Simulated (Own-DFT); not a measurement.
# Response to strain: beta-Si3N4, 112 atoms (N64Si48)

All numbers below are calculated, not measured. They come from Own-DFT, an in-house plane-wave density functional program, since retired, whose code no person has reviewed. Each row is one single-point run on a periodic cell that was not relaxed, without spin or spin-orbit coupling.

Settings of every run: PBE; PseudoDojo norm-conserving scalar-relativistic files; cutoff 42 hartree; 2 x 2 x 4 k mesh centred on Gamma; Fermi-Dirac smearing of 0.1 eV.

Known limits: forces on such cells moved up to 12 meV/angstrom on a denser k mesh; stress not checked against mesh or cutoff.

Unstrained cell vectors in Å: (15.212, 0.000, 0.000); (-7.606, 13.174, 0.000); (0.000, 0.000, 5.818). The unstrained cell has measured lattice constants (interpolated for alloys), not those of this functional. That, the random moves and any unrelaxed bonds set the pressure at no strain. Each run strains this cell uniformly, with the atoms carried along. Every atom was also moved at random, by a Gaussian of width 0.05 Å on each axis. Strain is the symmetric tensor, in per cent. Stress is positive in tension, and the pressure is minus a third of its trace.

| run | e_xx (%) | e_yy (%) | e_zz (%) | e_yz (%) | e_xz (%) | e_xy (%) | s_xx (GPa) | s_yy (GPa) | s_zz (GPa) | s_yz (GPa) | s_xz (GPa) | s_xy (GPa) | P (GPa) | E (meV/atom) |
|---|---|---|---|---|---|---|---|---|---|---|---|---|---|---|
| 1 | 0.45 | 1.66 | 1.13 | -1.04 | 1.30 | -0.34 | -4.15 | 4.10 | -0.82 | -3.80 | 5.46 | -2.77 | 0.29 | 3.0 |
| 2 | -0.61 | -1.03 | -1.14 | -1.51 | -1.22 | 0.80 | -15.28 | -15.09 | -21.36 | -4.82 | -8.10 | 2.92 | 17.24 | 82.5 |
| 3 | 0.37 | 0.59 | 1.34 | 1.79 | -0.90 | -0.47 | -2.19 | -3.74 | -0.89 | 7.05 | -2.80 | -2.00 | 2.28 | 8.7 |
| 4 | 0.72 | 0.46 | 1.65 | 0.10 | 1.77 | 1.31 | -3.19 | -3.35 | 1.54 | -0.27 | 6.07 | 4.54 | 1.67 | 27.0 |
| 5 | 0.56 | 0.16 | 0.15 | 1.11 | 0.78 | -1.96 | -4.05 | -4.93 | -8.46 | 4.82 | 2.76 | -7.89 | 5.81 | 0.0 |
| 6 | -1.91 | -0.77 | 0.51 | -1.07 | -0.24 | -0.69 | -20.49 | -11.00 | -11.83 | -3.79 | -2.54 | -3.54 | 14.44 | 37.8 |
| 7 | 0.94 | -1.60 | -0.25 | -0.03 | 0.99 | -1.45 | -5.49 | -12.83 | -11.52 | 0.91 | 3.10 | -5.68 | 9.94 | 3.8 |
| 8 | 0.12 | -1.77 | -1.59 | 1.92 | 1.59 | 1.19 | -14.70 | -21.12 | -22.68 | 8.30 | 6.16 | 5.93 | 19.50 | 93.6 |
| 9 | -1.14 | -0.44 | 1.24 | -1.82 | 0.61 | 1.60 | -12.00 | -11.56 | -4.33 | -6.02 | 2.08 | 6.29 | 9.30 | 38.2 |
| 10 | 1.25 | -0.19 | -0.65 | -0.26 | 0.57 | -0.27 | -1.38 | -9.99 | -12.25 | -2.09 | 0.25 | -1.37 | 7.87 | 35.6 |
| 11 | -0.42 | -0.66 | 0.80 | 0.80 | 1.06 | 1.25 | -10.02 | -12.04 | -6.74 | 2.12 | 4.06 | 6.01 | 9.60 | 49.7 |
| 12 | 0.73 | -0.55 | 0.53 | -0.86 | -1.32 | -0.12 | -3.54 | -9.83 | -5.05 | -3.39 | -5.08 | 1.43 | 6.14 | 13.7 |
| 13 | 1.00 | 1.10 | -0.97 | -1.80 | -1.52 | -1.68 | -3.32 | -4.03 | -11.96 | -7.14 | -2.33 | -7.11 | 6.44 | 41.9 |
| 14 | -1.70 | -0.08 | -0.52 | -1.45 | 1.05 | 1.47 | -17.50 | -10.98 | -15.02 | -3.98 | 3.26 | 6.30 | 14.50 | 26.9 |
| 15 | 0.48 | 1.07 | -0.01 | 1.58 | -1.34 | 0.91 | -4.17 | -2.07 | -8.15 | 5.14 | -5.46 | 3.36 | 4.80 | 13.5 |
| 16 | 0.74 | 1.84 | 0.43 | -1.28 | 0.75 | 0.60 | -0.09 | 3.50 | -6.50 | -6.38 | 2.52 | 3.02 | 1.03 | 12.8 |
| 17 | -0.61 | -0.74 | -1.47 | -0.18 | 0.90 | 1.74 | ? | ? | ? | ? | ? | ? | ? | ? |

E is the free energy for each atom above the lowest run shown.

## Worked fit

Each stress component was fitted by least squares to a constant and the strains of the runs shown, as fractions, with shears doubled. Shear strains stay in the fit of a normal stress only where such slopes are resolved. The slopes, in GPa:

```
stress  at no strain  per e_xx  per e_yy  per e_zz  scatter
  s_xx          -8.4  551 ± 41  140 ± 40  159 ± 42     1.42
  s_yy          -8.1   90 ± 46  518 ± 45  148 ± 48     1.63
  s_zz         -10.3  175 ± 33  101 ± 32  629 ± 34     1.15
```

Each shear stress against twice its own strain: yz 189 ± 9, xz 191 ± 19, xy 214 ± 11 GPa. These are stiffnesses along x, y and z of the frame in which the cell vectors are given, which need not be the crystal's axes. The atoms are held to the strained lattice; where symmetry lets them move under strain, relaxing them would lower some slopes. The table should be nearly symmetric about its diagonal, and what it lacks of that shows the noise. A ninth of its sum, 279 ± 10 GPa, estimates the bulk modulus near the mean pressure of these runs, 8.2 GPa, so it lies above the value at zero pressure.

## Withheld run

Question: what normal stresses and pressure should run 17 give?

The fit gives s_xx = -15.1, s_yy = -14.6, s_zz = -21.4 and P = 17.0 GPa. The calculation gave -13.81, -11.26, -22.78 and P = 15.95 GPa.
